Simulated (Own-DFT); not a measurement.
# Computed records: Si12O23 (quartz with two neutral oxygen vacancies, atoms displaced)

A calculation, not a measurement: plane-wave PBE and HSE06 DFT by an unreviewed code, no spin, of a simulated cell at Gamma alone, so results move with cell size and shape, stress positive in tension, energies less offsets, not probed for a lower state with spin; oxygen file: force components 24 meV/angstrom off all-electron in a glass; k mesh not checked against a denser one; forces and stress are PBE's, HSE06 gives the energy alone, and its difference from PBE has offsets of its own; offsets are fitted by least squares, one for each functional and potential file, so energies compare only between cells with the same atoms and settings and are not formation energies; the far tail of each file's local potential was reset to the Coulomb form; each entry is a single point on an unrelaxed cell, so the pressure reflects the starting lattice, mostly measured values (interpolated for alloys), from which strain is counted, and rises with the displacements; printed positions are rounded, which can move forces by about a meV/angstrom; the program, named Own-DFT, is a retired in-house code; no spin-orbit coupling. Program: Own-DFT development build.

Common to all runs: first functional PBE; second functional HSE06; exact exchange share 0.25; screening 0.11 1/bohr; exchange divergence Gygi-Baldereschi; potential files PseudoDojo norm-conserving, scalar-relativistic, made for PBE, standard set; wave cutoff 48 hartree; occupations fixed; k mesh 1 x 1 x 1 centred on Gamma.

(1) 
```cif
# cell vector a (Å): 9.8268 0.0000 0.0000
# cell vector b (Å): -4.9134 8.5103 0.0000
# cell vector c (Å): 0.0000 0.0000 10.8104
data_Si12O23
_symmetry_space_group_name_H-M 'P 1'
_symmetry_Int_Tables_number 1
_cell_length_a 9.8268
_cell_length_b 9.8268
_cell_length_c 10.8104
_cell_angle_alpha 90.000
_cell_angle_beta 90.000
_cell_angle_gamma 120.000
_cell_volume 904.06
loop_
_atom_site_label
_atom_site_type_symbol
_atom_site_fract_x
_atom_site_fract_y
_atom_site_fract_z
_atom_site_occupancy
Si1 Si 0.23800 0.00441 0.99866 1
Si2 Si 0.99288 0.22715 0.32717 1
Si3 Si 0.26714 0.25167 0.16940 1
O1 O 0.20043 0.14318 0.05951 1
O2 O 0.43427 0.30490 0.21954 1
O3 O 0.38099 0.09584 0.39822 1
O4 O 0.06309 0.35875 0.44607 1
O5 O 0.14259 0.20942 0.27818 1
O6 O 0.28663 0.41700 0.10120 1
Si4 Si 0.24406 0.01014 0.48519 1
Si5 Si 0.99638 0.22007 0.83773 1
Si6 Si 0.27401 0.26506 0.67548 1
O7 O 0.19699 0.12644 0.56816 1
O8 O 0.42386 0.27859 0.72448 1
O9 O 0.36711 0.06708 0.89973 1
O10 O 0.08025 0.35298 0.92803 1
O11 O 0.13157 0.21292 0.76422 1
O12 O 0.28974 0.42661 0.60400 1
Si7 Si 0.22750 0.48863 0.00288 1
Si8 Si 0.00433 0.74472 0.32946 1
Si9 Si 0.26965 0.77031 0.16715 1
O13 O 0.21224 0.62679 0.06704 1
O14 O 0.42866 0.78719 0.21724 1
O15 O 0.35865 0.57790 0.39016 1
O16 O 0.07503 0.87733 0.43870 1
O17 O 0.12218 0.69743 0.26609 1
O18 O 0.28518 0.91393 0.10678 1
Si10 Si 0.23648 0.50851 0.50092 1
Si11 Si 0.00245 0.74880 0.82249 1
Si12 Si 0.25233 0.76557 0.67494 1
O19 O 0.20666 0.63267 0.55215 1
O20 O 0.43803 0.79992 0.73232 1
O21 O 0.37111 0.57336 0.89592 1
O22 O 0.06975 0.85345 0.94227 1
O23 O 0.15152 0.70873 0.77815 1
O24 O 0.28298 0.92574 0.61287 1
Si13 Si 0.74042 0.00119 0.01335 1
Si14 Si 0.49264 0.24209 0.33283 1
Si15 Si 0.76539 0.26733 0.15965 1
O25 O 0.94161 0.31195 0.22436 1
O26 O 0.86074 0.07767 0.38222 1
O27 O 0.57571 0.36553 0.42996 1
O28 O 0.64033 0.21083 0.27191 1
O29 O 0.78637 0.42422 0.10738 1
Si16 Si 0.72145 0.99239 0.50051 1
Si17 Si 0.50693 0.24778 0.83233 1
Si18 Si 0.77015 0.26043 0.65841 1
O30 O 0.70166 0.13927 0.56727 1
O31 O 0.90428 0.29809 0.73225 1
O32 O 0.87908 0.07646 0.90204 1
O33 O 0.59051 0.37342 0.93990 1
O34 O 0.61962 0.19199 0.77304 1
O35 O 0.77776 0.41457 0.59760 1
Si19 Si 0.73255 0.50391 0.00630 1
Si20 Si 0.50733 0.74660 0.32612 1
Si21 Si 0.76657 0.76621 0.16694 1
O36 O 0.71779 0.63489 0.04687 1
O37 O 0.91477 0.78433 0.24479 1
O38 O 0.86036 0.56551 0.38635 1
O39 O 0.56561 0.86583 0.44802 1
O40 O 0.62190 0.69085 0.27866 1
O41 O 0.79736 0.92726 0.11200 1
Si22 Si 0.74128 0.50402 0.49321 1
Si23 Si 0.49234 0.72890 0.82589 1
Si24 Si 0.75776 0.76117 0.66359 1
O42 O 0.69495 0.62820 0.56986 1
O43 O 0.92811 0.79949 0.71392 1
O44 O 0.86520 0.57383 0.89428 1
O45 O 0.63380 0.69459 0.77093 1
O46 O 0.79756 0.92819 0.59922 1
_calc_PBE_energy_of_cell_above_offsets '-7.616'  # eV
_calc_HSE06_less_PBE_above_offsets '0.417'  # eV
_calc_PBE_pressure 12.31  # GPa
_calc_PBE_stress_xx -11.72  # GPa
_calc_PBE_stress_yy -11.6  # GPa
_calc_PBE_stress_zz -13.59  # GPa
_calc_PBE_stress_yz 0.59  # GPa
_calc_PBE_stress_xz -3.3  # GPa
_calc_PBE_stress_xy -0.84  # GPa
```

Force:
```csv
element,x (eV/Å),y (eV/Å),z (eV/Å)
Si,-2.491,-1.988,1.721
Si,1.921,5.99,1.015
Si,-4.22,5.675,0.918
O,1.907,-5.868,-4.32
O,1.719,-0.219,0.371
O,0.26,-4.603,-0.376
O,0.854,0.141,-0.729
O,-0.425,-1.006,0.656
O,2.271,-1.871,2.682
Si,-3.722,-1.593,8.439
Si,-1.477,3.967,-6.589
Si,-5.188,0.892,-6.237
O,1.631,-0.185,-1.313
O,1.273,1.876,0.012
O,1.374,3.132,-2.146
O,-0.183,4.301,3.649
O,-0.261,-1.398,1.304
O,1.943,-0.997,1.765
Si,0.147,1.497,-1.926
Si,4.792,-4.564,6.027
Si,0.264,-6.437,0.716
O,-0.973,0.455,-0.36
O,0.277,1.875,-0.173
O,1.617,2.029,-1.795
O,0.267,-0.877,-1.382
O,0.92,1.056,0.175
O,-2.542,5.684,-2.314
Si,1.237,-6.125,-2.434
Si,0.779,-5.178,2.063
Si,9.266,2.908,-10.97
O,-3.836,5.691,4.526
O,-5.946,2.103,-5.512
O,-0.84,-1.115,0.695
O,0.503,3.22,1.405
O,-8.877,-3.495,9.275
O,-0.332,0.991,-2.057
Si,-4.882,1.843,-3.89
Si,5.878,3.192,-5.805
Si,3.184,-3.156,0.83
O,-1.094,-0.494,-1.211
O,-2.93,-5.268,2.947
O,0.039,4.192,3.473
O,-2.469,-0.621,0.856
O,-0.01,1.705,0.137
Si,2.652,5.781,0.562
Si,3.642,-3.762,2.156
Si,-9.56,4.57,3.851
O,1.349,-9.906,-8.744
O,11.22,0.839,6.985
O,-1.756,-5.529,2.727
O,-3.554,-3.194,-1.513
O,0.92,0.912,-1.037
O,0.54,0.81,0.802
Si,7.792,-3.472,-4.503
Si,-2.231,-3.51,3.932
Si,-0.607,-3.36,0.5
O,-6.241,9.409,6.297
O,-6.04,2.648,-6.345
O,2.184,3.333,-1.837
O,-2.13,-2.544,-2.699
O,3.178,1.063,-2.581
O,2.528,-0.83,2.649
Si,-3.414,-1.235,2.199
Si,6.03,-0.721,5.288
Si,0.288,2.807,0.755
O,1.692,-3.917,-4.683
O,1.371,0.447,0.388
O,1.068,2.057,-1.757
O,-2.367,0.168,1.973
O,-0.179,-0.223,0.528
```

(2) 
```cif
# cell vector a (Å): 9.8268 0.0000 0.0000
# cell vector b (Å): -4.9134 8.5103 0.0000
# cell vector c (Å): 0.0000 0.0000 10.8104
data_Si12O23
_symmetry_space_group_name_H-M 'P 1'
_symmetry_Int_Tables_number 1
_cell_length_a 9.8268
_cell_length_b 9.8268
_cell_length_c 10.8104
_cell_angle_alpha 90.000
_cell_angle_beta 90.000
_cell_angle_gamma 120.000
_cell_volume 904.06
loop_
_atom_site_label
_atom_site_type_symbol
_atom_site_fract_x
_atom_site_fract_y
_atom_site_fract_z
_atom_site_occupancy
Si1 Si 0.21997 0.99636 0.00565 1
Si2 Si 0.98749 0.23184 0.34010 1
Si3 Si 0.26165 0.26085 0.14538 1
O1 O 0.42934 0.29793 0.23573 1
O2 O 0.37447 0.08222 0.38518 1
O3 O 0.07773 0.37190 0.43750 1
O4 O 0.13448 0.21398 0.26872 1
O5 O 0.30199 0.42112 0.10634 1
Si4 Si 0.24462 0.99308 0.49115 1
Si5 Si 0.99607 0.22885 0.84163 1
Si6 Si 0.27090 0.26753 0.66168 1
O6 O 0.21660 0.13252 0.55747 1
O7 O 0.43013 0.29621 0.72452 1
O8 O 0.35339 0.07294 0.90032 1
O9 O 0.06884 0.36898 0.94032 1
O10 O 0.13771 0.22099 0.77209 1
O11 O 0.30520 0.41935 0.60610 1
Si7 Si 0.22600 0.49781 0.00769 1
Si8 Si 0.98784 0.72677 0.33266 1
Si9 Si 0.25154 0.76131 0.16686 1
O12 O 0.21986 0.63757 0.04481 1
O13 O 0.41613 0.78767 0.23551 1
O14 O 0.37228 0.57716 0.39523 1
O15 O 0.07336 0.88611 0.44756 1
O16 O 0.14695 0.71267 0.28112 1
O17 O 0.28911 0.91704 0.11068 1
Si10 Si 0.23544 0.48628 0.49735 1
Si11 Si 0.99847 0.73156 0.83324 1
Si12 Si 0.27289 0.77115 0.67038 1
O18 O 0.20796 0.63025 0.55250 1
O19 O 0.44194 0.80131 0.73531 1
O20 O 0.37485 0.56618 0.89397 1
O21 O 0.12924 0.69975 0.78514 1
O22 O 0.30410 0.93302 0.59850 1
Si13 Si 0.72905 0.01040 0.00374 1
Si14 Si 0.50186 0.22092 0.33521 1
Si15 Si 0.75564 0.26554 0.16307 1
O23 O 0.69504 0.12967 0.05044 1
O24 O 0.93236 0.30972 0.22021 1
O25 O 0.86600 0.06416 0.37890 1
O26 O 0.56762 0.37451 0.43970 1
O27 O 0.64103 0.21319 0.26859 1
O28 O 0.78097 0.41372 0.11203 1
Si16 Si 0.74692 0.00429 0.49128 1
Si17 Si 0.49619 0.22839 0.81954 1
Si18 Si 0.75436 0.26938 0.66338 1
O29 O 0.70770 0.13076 0.56003 1
O30 O 0.93985 0.31554 0.73439 1
O31 O 0.86320 0.06705 0.88444 1
O32 O 0.55505 0.35745 0.95134 1
O33 O 0.62667 0.21051 0.77072 1
O34 O 0.79485 0.43714 0.61377 1
Si19 Si 0.73204 0.49806 0.99750 1
Si20 Si 0.49011 0.73355 0.33130 1
Si21 Si 0.75908 0.75328 0.17762 1
O35 O 0.69947 0.62831 0.05631 1
O36 O 0.91495 0.77319 0.22365 1
O37 O 0.87478 0.58514 0.39609 1
O38 O 0.55527 0.86158 0.44063 1
O39 O 0.63265 0.70762 0.27612 1
O40 O 0.80680 0.92061 0.11638 1
Si22 Si 0.71731 0.49135 0.49056 1
Si23 Si 0.50331 0.74883 0.83391 1
Si24 Si 0.74674 0.75419 0.66997 1
O41 O 0.70136 0.64279 0.55683 1
O42 O 0.92142 0.78618 0.72711 1
O43 O 0.89049 0.59279 0.89666 1
O44 O 0.57398 0.87272 0.94874 1
O45 O 0.63191 0.70707 0.78493 1
O46 O 0.79596 0.93326 0.60895 1
_calc_PBE_energy_of_cell_above_offsets '-6.861'  # eV
_calc_HSE06_less_PBE_above_offsets '0.913'  # eV
_calc_PBE_pressure 9.32  # GPa
_calc_PBE_stress_xx -7.32  # GPa
_calc_PBE_stress_yy -15.24  # GPa
_calc_PBE_stress_zz -5.39  # GPa
_calc_PBE_stress_yz 6.95  # GPa
_calc_PBE_stress_xz 0.47  # GPa
_calc_PBE_stress_xy -0.27  # GPa
```

Force:
```csv
element,x (eV/Å),y (eV/Å),z (eV/Å)
Si,-1.641,-0.338,0.086
Si,4.19,4.07,-6.661
Si,3.506,-7.373,5.404
O,-0.167,-0.871,-1.035
O,-2.752,-9.405,4.35
O,-2.48,-2.74,-0.408
O,-1.274,-0.194,0.032
O,-3.288,6.489,-3.093
Si,-3.007,3.652,0.582
Si,0.439,3.642,-4.059
Si,-0.336,-5.879,2.922
O,0.679,-0.171,-0.18
O,-0.351,0.874,-1.46
O,1.839,1.549,-2.462
O,-0.153,-0.273,1.76
O,1.119,-0.665,-0.325
O,-2.796,5.988,-3.845
Si,7.327,-4.458,-4.751
Si,5.672,8.292,-0.674
Si,5.338,-2.256,-1.655
O,-4.836,6.522,4.828
O,-3.03,1.117,-4.371
O,-0.541,-3.193,0.987
O,-1.319,-4.656,-3.938
O,-5.099,-1.608,3.334
O,-1.798,3.985,-2.118
Si,1.888,4.348,2.183
Si,1.03,10.73,-3.093
Si,-0.46,-2.617,-0.78
O,0.423,1.391,2.563
O,-7.72,2.953,-7.775
O,-1.57,1.301,0.587
O,4.962,1.321,-3.679
O,2.713,-2.239,3.113
Si,8.805,-6.398,-1.512
Si,-0.635,10.92,-5.636
Si,6.802,-3.95,-0.666
O,-3.896,5.963,3.903
O,-0.456,-1.696,1.368
O,-0.907,-2.173,0.955
O,-3.222,-6.574,-3.462
O,-1.721,-2.467,4.26
O,-2.941,7.723,-4.745
Si,-3.671,-3.833,2.674
Si,-5.987,0.076,8.942
Si,6.031,0.149,0.98
O,-0.203,0.957,-0.535
O,-3.035,-1.769,-1.075
O,-1.999,-2.689,2.934
O,2.175,-0.021,-2.525
O,5.102,-1.592,-1.529
O,-1.999,0.872,-2.657
Si,-0.407,-0.665,-0.08
Si,3.533,0.069,1.885
Si,-2.088,0.665,-6.133
O,0.223,0.758,1.289
O,3.284,0.757,0.548
O,-3.377,-7.996,4.593
O,2.658,3.263,1.416
O,-2.435,-1.111,2.705
O,-2.844,2.761,-2.48
Si,5.547,8.238,5.941
Si,4.464,-6.28,9.152
Si,2.565,3.966,0.713
O,0.901,-3.498,-2.72
O,-1.315,0.052,-0.763
O,-5.173,-11.33,7.574
O,-1.078,-1.369,-0.979
O,0.753,0.012,-0.529
O,0.041,-1.081,-0.182
```

(3) 
```cif
# cell vector a (Å): 9.8268 0.0000 0.0000
# cell vector b (Å): -4.9134 8.5103 0.0000
# cell vector c (Å): 0.0000 0.0000 10.8104
data_Si12O23
_symmetry_space_group_name_H-M 'P 1'
_symmetry_Int_Tables_number 1
_cell_length_a 9.8268
_cell_length_b 9.8268
_cell_length_c 10.8104
_cell_angle_alpha 90.000
_cell_angle_beta 90.000
_cell_angle_gamma 120.000
_cell_volume 904.06
loop_
_atom_site_label
_atom_site_type_symbol
_atom_site_fract_x
_atom_site_fract_y
_atom_site_fract_z
_atom_site_occupancy
Si1 Si 0.21025 0.98602 0.00822 1
Si2 Si 0.99240 0.25401 0.33332 1
Si3 Si 0.26122 0.26263 0.17668 1
O1 O 0.21075 0.12749 0.07333 1
O2 O 0.44621 0.29161 0.22228 1
O3 O 0.36487 0.07521 0.39968 1
O4 O 0.08446 0.37556 0.43943 1
O5 O 0.12076 0.17912 0.28406 1
O6 O 0.30482 0.43264 0.09732 1
Si4 Si 0.22560 0.99941 0.50377 1
Si5 Si 0.00677 0.23798 0.83475 1
Si6 Si 0.27417 0.27444 0.66581 1
O7 O 0.21967 0.12662 0.56511 1
O8 O 0.44211 0.29194 0.73072 1
O9 O 0.35018 0.07558 0.88948 1
O10 O 0.08426 0.37302 0.93412 1
O11 O 0.15034 0.21118 0.76129 1
O12 O 0.29261 0.44629 0.61327 1
Si7 Si 0.24995 0.50654 0.99545 1
Si8 Si 0.00459 0.74238 0.32397 1
Si9 Si 0.26039 0.77174 0.16966 1
O13 O 0.20726 0.63931 0.05208 1
O14 O 0.42387 0.79122 0.23636 1
O15 O 0.35532 0.56839 0.38800 1
O16 O 0.07126 0.86808 0.42754 1
O17 O 0.11961 0.71121 0.26756 1
O18 O 0.30089 0.91757 0.09723 1
Si10 Si 0.24744 0.49709 0.50159 1
Si11 Si 0.97986 0.71428 0.82364 1
Si12 Si 0.26671 0.76148 0.67167 1
O19 O 0.21535 0.63740 0.56626 1
O20 O 0.42537 0.78900 0.72909 1
O21 O 0.06905 0.85867 0.94244 1
O22 O 0.14273 0.71974 0.77310 1
O23 O 0.29439 0.93175 0.61271 1
Si13 Si 0.72824 0.99169 0.99911 1
Si14 Si 0.51301 0.24684 0.33751 1
Si15 Si 0.77130 0.26318 0.16782 1
O24 O 0.70591 0.13094 0.05534 1
O25 O 0.92673 0.29938 0.21471 1
O26 O 0.88237 0.09333 0.40108 1
O27 O 0.58380 0.36175 0.43773 1
O28 O 0.64829 0.22443 0.29023 1
O29 O 0.80149 0.42532 0.09682 1
Si16 Si 0.73769 0.00475 0.50341 1
Si17 Si 0.49470 0.23139 0.83618 1
Si18 Si 0.75591 0.25587 0.66928 1
O30 O 0.71227 0.12372 0.55399 1
O31 O 0.92542 0.28696 0.72233 1
O32 O 0.86232 0.06814 0.89872 1
O33 O 0.57432 0.36144 0.94244 1
O34 O 0.64583 0.20530 0.77215 1
O35 O 0.78044 0.42708 0.61445 1
Si19 Si 0.73214 0.49353 0.00433 1
Si20 Si 0.52053 0.74339 0.33391 1
Si21 Si 0.75853 0.75896 0.17721 1
O36 O 0.70983 0.63501 0.05906 1
O37 O 0.95134 0.81658 0.21628 1
O38 O 0.87356 0.57137 0.39576 1
O39 O 0.57339 0.86498 0.42966 1
O40 O 0.62811 0.70270 0.27599 1
O41 O 0.79897 0.92959 0.09705 1
Si22 Si 0.73020 0.49977 0.49994 1
Si23 Si 0.51246 0.74095 0.83863 1
Si24 Si 0.77174 0.77901 0.65498 1
O42 O 0.70690 0.61997 0.55260 1
O43 O 0.92145 0.78998 0.73787 1
O44 O 0.86588 0.58059 0.90214 1
O45 O 0.63620 0.70403 0.76597 1
O46 O 0.79315 0.92922 0.61188 1
_calc_PBE_energy_of_cell_above_offsets '-6.726'  # eV
_calc_HSE06_less_PBE_above_offsets '0.444'  # eV
_calc_PBE_pressure 11.93  # GPa
_calc_PBE_stress_xx -12.4  # GPa
_calc_PBE_stress_yy -9.68  # GPa
_calc_PBE_stress_zz -13.7  # GPa
_calc_PBE_stress_yz -1.48  # GPa
_calc_PBE_stress_xz 1.23  # GPa
_calc_PBE_stress_xy 5.07  # GPa
```

Force:
```csv
element,x (eV/Å),y (eV/Å),z (eV/Å)
Si,5.287,2.035,-1.642
Si,4.744,-1.873,-0.236
Si,1.821,0.528,0.18
O,-1.55,1.168,0.537
O,-4.196,0.841,-1.884
O,0.963,1.587,-1.44
O,-1.393,-0.343,-0.061
O,-1.159,3.29,-1.065
O,1.936,-3.101,3.566
Si,6.529,-6.306,-4.081
Si,-0.375,-2.636,-1.791
Si,5.362,1.302,-3.559
O,-5.878,8.673,4.446
O,-5.308,2.765,-6.002
O,-0.396,-1.071,1.453
O,0.001,0.294,0.464
O,-6.524,-1.924,6.046
O,6.15,-5.279,6.744
Si,-1.221,3.962,-2.254
Si,-6.718,-1.998,4.363
Si,4.162,-4.777,0.372
O,0.666,-0.662,1.116
O,-0.842,0.008,-1.094
O,3.665,2.564,-2.356
O,-0.145,2.407,3.335
O,8.304,-1.926,-3.456
O,-2.081,4.657,-1.755
Si,-6.587,5.138,-3.694
Si,7.642,3.86,3.823
Si,-0.562,3.123,-2.44
O,0.548,-2.353,-2.554
O,2.533,0.595,1.359
O,-2.566,-3.395,-2.293
O,-3.841,-2.139,2.95
O,0.093,-1.3,-0.317
Si,-2.721,-1.759,-2.514
Si,-3.352,-7.648,-2.076
Si,-8.432,-1.163,-2.937
O,-1.035,1.06,1.671
O,6.48,1.395,2.801
O,-1.82,-2.699,0.938
O,-1.747,3.695,4.693
O,5.205,-0.844,-3.428
O,1.715,-1.782,2.86
Si,4.59,-5.909,-6.023
Si,4.063,-2.753,2.914
Si,4.149,3.526,-5.862
O,-6.885,8.026,5.244
O,0.917,-0.13,0.311
O,2.819,3.229,-3.232
O,-0.306,0.124,0.265
O,-6.534,-2.704,6.673
O,1.405,-1.801,0.446
Si,-1.565,1.329,-1.115
Si,-11.92,-5.122,-0.693
Si,4.683,3.393,-6.187
O,-0.681,0.241,1.843
O,-4.518,-1.16,-0.964
O,-0.507,1.065,-0.964
O,2.1,6.319,6.611
O,6.714,-2.553,-1.868
O,1.804,-3.418,4.535
Si,8.346,-4.793,-3.093
Si,-1.192,0.173,2.2
Si,3.138,-9.73,4.588
O,-6.802,10.38,5.143
O,-5.16,2.741,-6.339
O,-0.605,-3.962,0.706
O,0.29,0.041,-0.887
O,-1.695,5.482,-3.045
```
